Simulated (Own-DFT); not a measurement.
Simulation results for Si3N4 (beta silicon nitride, strained, atoms displaced)

All values are calculated (Own-DFT development build). A calculation, not a measurement: plane-wave PBE density functional theory by an unreviewed code, no spin, of a simulated periodic cell, stress positive in tension, free energy of the whole cell less one offset for each atom, forces on such cells moved up to 12 meV/angstrom on a denser k mesh; offsets are fitted by least squares, one for each functional and potential file, so energies compare only between cells with the same atoms and settings and are not formation energies; the far tail of each file's local potential was reset to the Coulomb form; each entry is a single point on an unrelaxed cell, so the pressure reflects the starting lattice, mostly measured values (interpolated for alloys), from which strain is counted, and rises with the displacements; printed positions are rounded, which can move forces by about a meV/angstrom; the program, named Own-DFT, is a retired in-house code; no spin-orbit coupling; before rounding, a Quantum ESPRESSO 7.3.1 run of the same cell and cutoff gave forces within 1 meV/angstrom rms on each cell, which checks the program and not the settings.

Settings shared by all entries: functional PBE; potential files PseudoDojo norm-conserving, scalar-relativistic, standard set; wave cutoff 42 hartree; occupations Fermi-Dirac; smearing width 0.1 eV; k mesh 2 x 2 x 4 centred on Gamma.

(1) Si3N4 (beta silicon nitride, strained, atoms displaced)

```cif
# cell vector a (Å): 15.4719 -0.1591 -0.0930
# cell vector b (Å): -7.8738 13.1128 -0.1558
# cell vector c (Å): -0.0356 -0.0893 5.8124
data_Si3N4
_symmetry_space_group_name_H-M 'P 1'
_symmetry_Int_Tables_number 1
_cell_length_a 15.4730
_cell_length_b 15.2960
_cell_length_c 5.8132
_cell_angle_alpha 91.158
_cell_angle_beta 90.686
_cell_angle_gamma 121.566
_cell_volume 1171.61
loop_
_atom_site_label
_atom_site_type_symbol
_atom_site_fract_x
_atom_site_fract_y
_atom_site_fract_z
_atom_site_occupancy
Si1 Si 0.08330 0.38324 0.12053 1
Si2 Si 0.11011 0.20654 0.12439 1
Si3 Si 0.29989 0.41421 0.14194 1
Si4 Si 0.41140 0.11100 0.36827 1
Si5 Si 0.38191 0.30024 0.37360 1
Si6 Si 0.19730 0.08370 0.38089 1
N1 N 0.16603 0.01507 0.12470 1
N2 N 0.47814 0.15265 0.11277 1
N3 N 0.35416 0.33714 0.12027 1
N4 N 0.33457 0.48835 0.38552 1
N5 N 0.01953 0.35108 0.37007 1
N6 N 0.15559 0.16433 0.38670 1
N7 N 0.16974 0.33281 0.13530 1
N8 N 0.33379 0.16328 0.37833 1
Si7 Si 0.09209 0.38750 0.63413 1
Si8 Si 0.11342 0.20150 0.63013 1
Si9 Si 0.30146 0.41131 0.62358 1
Si10 Si 0.41451 0.11529 0.87212 1
Si11 Si 0.37643 0.28703 0.87085 1
Si12 Si 0.20072 0.08727 0.88865 1
N9 N 0.16180 0.01795 0.62047 1
N10 N 0.48196 0.14796 0.62316 1
N11 N 0.35520 0.34272 0.62218 1
N12 N 0.33643 0.49386 0.86918 1
N13 N 0.01404 0.34800 0.87462 1
N14 N 0.14721 0.16402 0.86239 1
N15 N 0.16605 0.33456 0.62905 1
N16 N 0.33440 0.16964 0.86787 1
Si13 Si 0.08105 0.87248 0.12700 1
Si14 Si 0.11399 0.70368 0.12742 1
Si15 Si 0.30549 0.91766 0.13590 1
Si16 Si 0.41309 0.61544 0.37922 1
Si17 Si 0.38715 0.79419 0.36304 1
Si18 Si 0.20006 0.58509 0.37394 1
N17 N 0.15737 0.50970 0.13006 1
N18 N 0.48533 0.65115 0.13650 1
N19 N 0.35274 0.83823 0.13989 1
N20 N 0.33627 0.98649 0.38584 1
N21 N 0.00845 0.84747 0.36359 1
N22 N 0.14975 0.66415 0.36756 1
N23 N 0.16270 0.83272 0.13505 1
N24 N 0.32748 0.65793 0.37600 1
Si19 Si 0.08502 0.88655 0.61122 1
Si20 Si 0.11506 0.70129 0.62550 1
Si21 Si 0.29533 0.91182 0.63007 1
Si22 Si 0.41464 0.61039 0.88016 1
Si23 Si 0.38591 0.79802 0.88174 1
Si24 Si 0.20512 0.58262 0.86093 1
N25 N 0.16414 0.51433 0.63659 1
N26 N 0.48182 0.65130 0.64047 1
N27 N 0.35621 0.84025 0.62682 1
N28 N 0.33127 0.98583 0.87122 1
N29 N 0.01861 0.85230 0.87329 1
N30 N 0.15020 0.66823 0.86921 1
N31 N 0.17144 0.83124 0.62572 1
N32 N 0.32922 0.65785 0.87623 1
Si25 Si 0.58957 0.39073 0.11233 1
Si26 Si 0.61901 0.20797 0.12573 1
Si27 Si 0.80072 0.41284 0.13234 1
Si28 Si 0.91349 0.11318 0.37059 1
Si29 Si 0.88766 0.29428 0.37372 1
Si30 Si 0.70391 0.08773 0.39721 1
N33 N 0.66820 0.01722 0.12254 1
N34 N 0.98796 0.15105 0.11945 1
N35 N 0.85207 0.33878 0.13355 1
N36 N 0.83023 0.48379 0.38634 1
N37 N 0.51509 0.34908 0.38999 1
N38 N 0.65452 0.16837 0.37821 1
N39 N 0.66753 0.33385 0.10601 1
N40 N 0.83230 0.16802 0.37328 1
Si31 Si 0.58074 0.38128 0.62381 1
Si32 Si 0.61645 0.20670 0.62672 1
Si33 Si 0.80216 0.41400 0.62122 1
Si34 Si 0.91041 0.11348 0.86463 1
Si35 Si 0.88842 0.30274 0.87544 1
Si36 Si 0.70196 0.08345 0.86978 1
N41 N 0.66324 0.01616 0.62620 1
N42 N 0.98171 0.15182 0.61924 1
N43 N 0.84874 0.33082 0.62578 1
N44 N 0.83901 0.48553 0.87715 1
N45 N 0.51380 0.34781 0.87098 1
N46 N 0.65091 0.16829 0.87791 1
N47 N 0.67394 0.33717 0.60263 1
N48 N 0.83603 0.16376 0.87789 1
Si37 Si 0.59392 0.89036 0.13448 1
Si38 Si 0.62168 0.71097 0.12735 1
Si39 Si 0.79787 0.91505 0.12851 1
Si40 Si 0.90812 0.60860 0.38118 1
Si41 Si 0.88557 0.79580 0.39478 1
Si42 Si 0.70517 0.58794 0.36924 1
N49 N 0.66929 0.51234 0.10895 1
N50 N 0.98682 0.65126 0.12859 1
N51 N 0.84923 0.83532 0.11345 1
N52 N 0.83668 0.98600 0.37168 1
N53 N 0.52033 0.85680 0.39197 1
N54 N 0.64993 0.66599 0.38664 1
N55 N 0.66775 0.83421 0.13278 1
N56 N 0.83321 0.67331 0.37625 1
Si43 Si 0.58234 0.87815 0.62044 1
Si44 Si 0.61299 0.70042 0.62811 1
Si45 Si 0.79906 0.92044 0.63131 1
Si46 Si 0.91643 0.61152 0.86536 1
Si47 Si 0.88303 0.80100 0.87221 1
Si48 Si 0.70737 0.58397 0.88321 1
N57 N 0.66528 0.51285 0.60811 1
N58 N 0.98735 0.64889 0.62981 1
N59 N 0.85746 0.84072 0.61892 1
N60 N 0.83797 0.98453 0.87699 1
N61 N 0.51474 0.84816 0.88619 1
N62 N 0.64871 0.66872 0.88418 1
N63 N 0.66317 0.82981 0.62302 1
N64 N 0.83036 0.65857 0.87527 1
```

```
free energy of cell above offsets : -7.431 eV
pressure                          : 7.55 GPa
stress xx                         : 1.13 GPa
stress yy                         : -15.24 GPa
stress zz                         : -8.56 GPa
stress yz                         : -4.74 GPa
stress xz                         : -2.64 GPa
stress xy                         : -4.96 GPa
```

Force:
| element | x (eV/Å) | y (eV/Å) | z (eV/Å) |
| --- | --- | --- | --- |
| Si | 2.481 | -0.796 | 1.397 |
| Si | 5.773 | -1.557 | 0.435 |
| Si | -0.112 | -0.003 | -3.146 |
| Si | -1.393 | 3.766 | 0.267 |
| Si | 2.739 | -2.53 | -0.097 |
| Si | 2.681 | 1.585 | -1.434 |
| N | -0.513 | -1.793 | 0.518 |
| N | 3.828 | 0.954 | 3.621 |
| N | -1.202 | 0.83 | 0.077 |
| N | 0.452 | -2.021 | -0.088 |
| N | -1.08 | -0.807 | 1.479 |
| N | -3.952 | 2.11 | -1.454 |
| N | -1.676 | 2.041 | -0.454 |
| N | -1.358 | 1.074 | -0.161 |
| Si | -0.576 | -2.428 | -1.459 |
| Si | 0.334 | 0.481 | -2.027 |
| Si | -3.008 | 1.545 | 1.334 |
| Si | -2.452 | 0.313 | -2.415 |
| Si | 0.348 | 6.313 | -0.337 |
| Si | 0.177 | 0.251 | -1.686 |
| N | 0.246 | -1.785 | 1.863 |
| N | 1.706 | 0.95 | 0.007 |
| N | 1.138 | -1.479 | 0.873 |
| N | -0.225 | -9.007 | 1.587 |
| N | 0.644 | 0.218 | -1.161 |
| N | 0.158 | -0.112 | 3.389 |
| N | 1.117 | -0.209 | 0.196 |
| N | 0.283 | -5.767 | 0.311 |
| Si | 0.223 | 2.986 | -0.962 |
| Si | 1.757 | -0.387 | -0.862 |
| Si | -2.791 | -1.258 | -1.687 |
| Si | -0.372 | 1.49 | 0.488 |
| Si | -0.952 | -0.216 | 3.698 |
| Si | -1.068 | -0.099 | 0.274 |
| N | 0.532 | 2.052 | -1.896 |
| N | 0.765 | 0.492 | 0.03 |
| N | 0.522 | -0.123 | -2.213 |
| N | -0.001 | -2.137 | -0.19 |
| N | 2.569 | 0.963 | 0.999 |
| N | 0.103 | -0.482 | 1.245 |
| N | 2.853 | 0.734 | -0.019 |
| N | 1.464 | 2.84 | -0.264 |
| Si | 1.941 | -0.808 | 1.994 |
| Si | 1.45 | 0.451 | -0.787 |
| Si | 2.16 | -0.433 | -0.861 |
| Si | -1.285 | 6.293 | 1.204 |
| Si | -0.833 | -1.385 | -1.242 |
| Si | -2.626 | 3.268 | 6.518 |
| N | -0.52 | -1.31 | -5.448 |
| N | 1.481 | 0.755 | -2.006 |
| N | 0.529 | -0.695 | -0.122 |
| N | 0.492 | -0.481 | 2.399 |
| N | -1.78 | -1.177 | -1.807 |
| N | 1.627 | -1.509 | 1.395 |
| N | -4.079 | 0.36 | -0.46 |
| N | 1.702 | 3.781 | 0.383 |
| Si | 0.167 | -5.551 | 2.333 |
| Si | -0.537 | -2.132 | 0.328 |
| Si | -1.663 | -0.326 | -1.758 |
| Si | -1.46 | 2.759 | -1.133 |
| Si | -0.836 | 2.07 | 0.449 |
| Si | -1.029 | 1.68 | -4.001 |
| N | 0.099 | 0.861 | 1.294 |
| N | -3.486 | -1.799 | 0.469 |
| N | 1.721 | -0.702 | -0.596 |
| N | 0.524 | -0.128 | -1.63 |
| N | -1.996 | -0.463 | -5.762 |
| N | -0.828 | -0.486 | -0.189 |
| N | -0.716 | 2.069 | 0.555 |
| N | 2.261 | -2.227 | 0.162 |
| Si | 3.998 | 1.051 | 1.469 |
| Si | 0.197 | -0.524 | -0.086 |
| Si | -0.48 | -2.05 | 1.941 |
| Si | 0.621 | 1.945 | 0.987 |
| Si | -1.136 | -2.252 | 0.378 |
| Si | -0.76 | 3.349 | 2.802 |
| N | 0.478 | -2.837 | -0.069 |
| N | 1.191 | 0.005 | 0.841 |
| N | 0.401 | 1.048 | -0.587 |
| N | 0.263 | -2.027 | 0.559 |
| N | -0.986 | -0.19 | 0.1 |
| N | 1.204 | -1.25 | -0.438 |
| N | -2.576 | -0.687 | 0.973 |
| N | -1.877 | 1.241 | -0.128 |
| Si | -0.831 | -2.277 | -0.496 |
| Si | -0.456 | -3.8 | 1.576 |
| Si | 1.253 | -2.324 | -1.432 |
| Si | 0.17 | 4.632 | -1.209 |
| Si | -2.109 | 1.968 | -4.523 |
| Si | -1.514 | 0.213 | 1.068 |
| N | -0.161 | 2.633 | 2.962 |
| N | -2.083 | -1.332 | 0.57 |
| N | -0.775 | 0.678 | 2.589 |
| N | -0.313 | -0.37 | 1.672 |
| N | -2.858 | -1.889 | -6.374 |
| N | 0.723 | -0.623 | -2.04 |
| N | -0.76 | 3.208 | -0.098 |
| N | 2.327 | -4.88 | -0.056 |
| Si | 2.834 | 1.116 | 6.098 |
| Si | 0.006 | -0.517 | 1.134 |
| Si | 0.383 | -4.298 | -2.626 |
| Si | -1.814 | 2.323 | 2.551 |
| Si | 2.283 | -1.811 | 0.014 |
| Si | -3.08 | 1.178 | -4.345 |
| N | -0.128 | 0.9 | 1.998 |
| N | -1.218 | -0.458 | -1.64 |
| N | -2.797 | 1.678 | 2.165 |
| N | -0.471 | 0.52 | 1.425 |
| N | 0.924 | 0.568 | -0.476 |
| N | 2.189 | -1.676 | -0.887 |
| N | 0.619 | 2.518 | 0.182 |
| N | 2.481 | 3.57 | -0.302 |

(2) Si3N4 (beta silicon nitride, strained, atoms displaced)

```cif
# cell vector a (Å): 15.3309 0.2670 -0.0795
# cell vector b (Å): -7.4342 13.1405 0.0656
# cell vector c (Å): -0.0304 0.0114 5.9331
data_Si3N4
_symmetry_space_group_name_H-M 'P 1'
_symmetry_Int_Tables_number 1
_cell_length_a 15.3334
_cell_length_b 15.0978
_cell_length_c 5.9332
_cell_angle_alpha 89.511
_cell_angle_beta 90.589
_cell_angle_gamma 118.502
_cell_volume 1207.00
loop_
_atom_site_label
_atom_site_type_symbol
_atom_site_fract_x
_atom_site_fract_y
_atom_site_fract_z
_atom_site_occupancy
Si1 Si 0.08466 0.38454 0.10548 1
Si2 Si 0.11730 0.20320 0.13276 1
Si3 Si 0.29902 0.41398 0.12306 1
Si4 Si 0.41605 0.12072 0.37433 1
Si5 Si 0.39149 0.30587 0.38461 1
Si6 Si 0.20606 0.09023 0.39072 1
N1 N 0.16653 0.01849 0.12936 1
N2 N 0.47762 0.14433 0.11530 1
N3 N 0.35015 0.33520 0.12723 1
N4 N 0.33550 0.48103 0.37706 1
N5 N 0.02045 0.34986 0.36702 1
N6 N 0.14620 0.16826 0.38002 1
N7 N 0.16576 0.33574 0.13640 1
N8 N 0.32823 0.16215 0.37245 1
Si7 Si 0.09363 0.38548 0.62294 1
Si8 Si 0.11391 0.20029 0.63375 1
Si9 Si 0.29616 0.41270 0.63739 1
Si10 Si 0.41529 0.11681 0.87137 1
Si11 Si 0.38451 0.30309 0.87559 1
Si12 Si 0.20667 0.08706 0.88135 1
N9 N 0.16382 0.01635 0.62884 1
N10 N 0.48328 0.14944 0.63298 1
N11 N 0.34699 0.32513 0.61294 1
N12 N 0.33886 0.48997 0.89695 1
N13 N 0.01590 0.35261 0.86158 1
N14 N 0.15391 0.16874 0.87182 1
N15 N 0.16553 0.33204 0.63059 1
N16 N 0.32997 0.16702 0.88783 1
Si13 Si 0.08802 0.88576 0.12101 1
Si14 Si 0.11330 0.70117 0.13278 1
Si15 Si 0.29904 0.91409 0.12742 1
Si16 Si 0.41505 0.62051 0.36694 1
Si17 Si 0.37985 0.79741 0.35597 1
Si18 Si 0.20333 0.58573 0.36680 1
N17 N 0.17072 0.52154 0.12959 1
N18 N 0.48194 0.65332 0.11888 1
N19 N 0.35073 0.83317 0.12437 1
N20 N 0.33240 0.98301 0.37000 1
N21 N 0.01559 0.84954 0.37045 1
N22 N 0.15537 0.66501 0.38235 1
N23 N 0.16899 0.82729 0.12689 1
N24 N 0.33411 0.66458 0.38790 1
Si19 Si 0.08736 0.88243 0.62499 1
Si20 Si 0.11967 0.70534 0.62771 1
Si21 Si 0.29421 0.91068 0.62226 1
Si22 Si 0.41178 0.61552 0.90382 1
Si23 Si 0.38194 0.80021 0.87733 1
Si24 Si 0.20707 0.58644 0.87377 1
N25 N 0.16881 0.51491 0.62811 1
N26 N 0.48170 0.65070 0.63023 1
N27 N 0.35164 0.83646 0.62057 1
N28 N 0.32907 0.98411 0.86680 1
N29 N 0.01467 0.85153 0.85964 1
N30 N 0.14899 0.66952 0.87157 1
N31 N 0.16397 0.82742 0.60716 1
N32 N 0.32751 0.66037 0.86965 1
Si25 Si 0.58134 0.38356 0.12694 1
Si26 Si 0.61412 0.19309 0.12192 1
Si27 Si 0.79435 0.40899 0.11947 1
Si28 Si 0.92062 0.11786 0.37174 1
Si29 Si 0.88122 0.29475 0.37456 1
Si30 Si 0.70891 0.08830 0.37528 1
N33 N 0.66287 0.01464 0.12969 1
N34 N 0.97851 0.14798 0.12784 1
N35 N 0.84606 0.33530 0.12266 1
N36 N 0.84008 0.48879 0.37375 1
N37 N 0.51478 0.34785 0.38191 1
N38 N 0.64997 0.16274 0.37788 1
N39 N 0.67063 0.33532 0.12549 1
N40 N 0.82985 0.16645 0.37652 1
Si31 Si 0.58286 0.38203 0.61954 1
Si32 Si 0.61088 0.19980 0.61502 1
Si33 Si 0.79063 0.40998 0.62397 1
Si34 Si 0.91469 0.11996 0.87769 1
Si35 Si 0.88074 0.29613 0.87780 1
Si36 Si 0.69906 0.08240 0.87625 1
N41 N 0.67179 0.01489 0.61564 1
N42 N 0.98812 0.15540 0.62688 1
N43 N 0.85043 0.33183 0.62946 1
N44 N 0.83299 0.47877 0.86682 1
N45 N 0.52067 0.35549 0.87170 1
N46 N 0.64988 0.16648 0.86387 1
N47 N 0.66614 0.33370 0.62665 1
N48 N 0.83917 0.16983 0.87296 1
Si37 Si 0.58659 0.88124 0.11741 1
Si38 Si 0.61305 0.70192 0.11616 1
Si39 Si 0.79492 0.91182 0.11587 1
Si40 Si 0.91488 0.61963 0.38248 1
Si41 Si 0.88455 0.79629 0.37550 1
Si42 Si 0.70225 0.58598 0.35723 1
N49 N 0.66607 0.52156 0.12321 1
N50 N 0.98370 0.64906 0.12078 1
N51 N 0.85323 0.83836 0.13520 1
N52 N 0.83164 0.98138 0.37531 1
N53 N 0.52140 0.85590 0.37879 1
N54 N 0.65262 0.66796 0.37693 1
N55 N 0.66260 0.82535 0.11452 1
N56 N 0.82837 0.66597 0.38071 1
Si43 Si 0.59004 0.88267 0.62917 1
Si44 Si 0.60725 0.70015 0.62208 1
Si45 Si 0.79856 0.91189 0.62238 1
Si46 Si 0.92369 0.61960 0.87900 1
Si47 Si 0.88547 0.78852 0.87446 1
Si48 Si 0.70531 0.59319 0.89002 1
N57 N 0.66349 0.50922 0.62975 1
N58 N 0.97973 0.64582 0.61044 1
N59 N 0.85292 0.83257 0.63346 1
N60 N 0.82689 0.97696 0.86974 1
N61 N 0.52128 0.85652 0.86736 1
N62 N 0.65238 0.66287 0.87928 1
N63 N 0.66281 0.83317 0.61496 1
N64 N 0.83519 0.66550 0.86697 1
```

```
free energy of cell above offsets : -9.206 eV
pressure                          : -0.59 GPa
stress xx                         : -1.4 GPa
stress yy                         : 1.03 GPa
stress zz                         : 2.15 GPa
stress yz                         : 0.59 GPa
stress xz                         : -2.22 GPa
stress xy                         : 5.27 GPa
```

Force:
| element | x (eV/Å) | y (eV/Å) | z (eV/Å) |
| --- | --- | --- | --- |
| Si | 0.233 | 0.906 | 2.464 |
| Si | -1.417 | 0.772 | -1.715 |
| Si | -2.046 | -1.002 | 2.76 |
| Si | -1.565 | -2.398 | -0.266 |
| Si | -0.667 | -3.776 | -3.641 |
| Si | -1.695 | -1.041 | -1.72 |
| N | -0.161 | -1.048 | 0.573 |
| N | 3.068 | 1.373 | 2.198 |
| N | 1.021 | 0.085 | -0.056 |
| N | 0.29 | 1.469 | 0.591 |
| N | -1.83 | -0.35 | -0.006 |
| N | 1.971 | -1.389 | 0.69 |
| N | 1.487 | -0.277 | -1.087 |
| N | 2.15 | 3.386 | 0.486 |
| Si | -3.421 | 0.243 | -1.162 |
| Si | -0.112 | 1.195 | -0.84 |
| Si | -0.41 | 0.297 | -1.499 |
| Si | -3.469 | -1.354 | 0.067 |
| Si | 1.945 | -2.321 | 0.282 |
| Si | -0.985 | -0.132 | -0.171 |
| N | 0.351 | -0.773 | 0.59 |
| N | 0.342 | 0.232 | -2.235 |
| N | -2.675 | 2.766 | 4.02 |
| N | 0.185 | -2.56 | -2.791 |
| N | -0.479 | -0.154 | 0.566 |
| N | -0.198 | -0.451 | 2.101 |
| N | 3.024 | 0.069 | 0.558 |
| N | 2.411 | 1.4 | -0.743 |
| Si | 0.256 | -0.154 | 0.187 |
| Si | 1.124 | -1.114 | -0.643 |
| Si | -1.85 | -0.298 | -1.153 |
| Si | 0.455 | -2.154 | 2.816 |
| Si | 4.348 | -0.991 | 5.609 |
| Si | 1.481 | 0.275 | 2.947 |
| N | -0.435 | -2.702 | -2.513 |
| N | 2.843 | 1.288 | 3.501 |
| N | -1.599 | 1.367 | -2.458 |
| N | 0.509 | 1.091 | 0.894 |
| N | 0.359 | 0.087 | 0.026 |
| N | -2.062 | 0.887 | -0.616 |
| N | -1.45 | 3.137 | -0.221 |
| N | -1.743 | 1.397 | -1.264 |
| Si | -0.62 | 0.691 | -1.522 |
| Si | -1.145 | -2.997 | -1.389 |
| Si | -0.519 | 0.244 | -0.584 |
| Si | -1.931 | 0.354 | -6.744 |
| Si | 2.639 | -1.501 | -2.41 |
| Si | -3.071 | -0.323 | -0.117 |
| N | 0.124 | 0.238 | -0.606 |
| N | -0.327 | -0.798 | 0.434 |
| N | -0.028 | -0.246 | -0.188 |
| N | 0.637 | -0.153 | 0.775 |
| N | 1.187 | -0.047 | 2.293 |
| N | 1.693 | -1.643 | 1.724 |
| N | -0.131 | 3.604 | 0.641 |
| N | 1.992 | 4.027 | 0.799 |
| Si | 3.66 | 1.401 | -0.573 |
| Si | -1.311 | 2.677 | -0.292 |
| Si | -0.949 | 3.696 | 0.601 |
| Si | -3.472 | -1.789 | 2.134 |
| Si | 1.217 | 1.643 | 0.424 |
| Si | -0.956 | -1.784 | 0.182 |
| N | 0.394 | 0.136 | -0.878 |
| N | 3.573 | 1.24 | -1.408 |
| N | 3.102 | -2.136 | 0.52 |
| N | -0.565 | -1.987 | -0.501 |
| N | -0.356 | -0.047 | -2.079 |
| N | -0.978 | -0.125 | -0.735 |
| N | -3.251 | -2.475 | 0.301 |
| N | 3.137 | 0.311 | -0.365 |
| Si | 2.972 | 2.385 | 2.08 |
| Si | 1.255 | 1.799 | 0.888 |
| Si | 1.834 | 1.534 | -0.993 |
| Si | 0.368 | -2.422 | -1.134 |
| Si | 1.121 | 1.042 | -0.348 |
| Si | 1.79 | 0.826 | -1.235 |
| N | -0.637 | 0.099 | 1.933 |
| N | -0.693 | -1.268 | 0.343 |
| N | -1.44 | 0.545 | -1.513 |
| N | 0.293 | 2.264 | 1.252 |
| N | -3.247 | -1.695 | 0.748 |
| N | 0.274 | -1.134 | 0.92 |
| N | -1.215 | -2.403 | -0.638 |
| N | -2.984 | -1.485 | 0.414 |
| Si | -0.092 | 0.953 | 1.947 |
| Si | 1.65 | -1.552 | 1.479 |
| Si | 0.031 | -1.069 | 1.586 |
| Si | -2.696 | -2.39 | -3.253 |
| Si | -0.447 | 0.376 | 0.859 |
| Si | 0.166 | 0.705 | 5.422 |
| N | -0.333 | -3.884 | -0.315 |
| N | 1.542 | 0.966 | 2.498 |
| N | 0.888 | -0.954 | -2.065 |
| N | 0.383 | 1.467 | -0.818 |
| N | -2.411 | -1.512 | -1.676 |
| N | -1.865 | -0.238 | -0.687 |
| N | -0.034 | 3.319 | -0.055 |
| N | 1.696 | 0.226 | -0.69 |
| Si | -2.234 | 2.145 | -1.856 |
| Si | 2.562 | 0.746 | -0.069 |
| Si | -0.737 | -1.638 | -0.343 |
| Si | -3.226 | -3.691 | -3.045 |
| Si | -1.953 | 3.688 | 0.771 |
| Si | 3.328 | -3.093 | -4.003 |
| N | -0.398 | 2.438 | -0.901 |
| N | 3.947 | 2.415 | 4.15 |
| N | -0.616 | 0.398 | -0.941 |
| N | 0.411 | 3.354 | 0.144 |
| N | -2.943 | -1.445 | 1.246 |
| N | -4.513 | 2.463 | -0.921 |
| N | 4.119 | -1.65 | 0.377 |
| N | 0.763 | -2.127 | 0.879 |
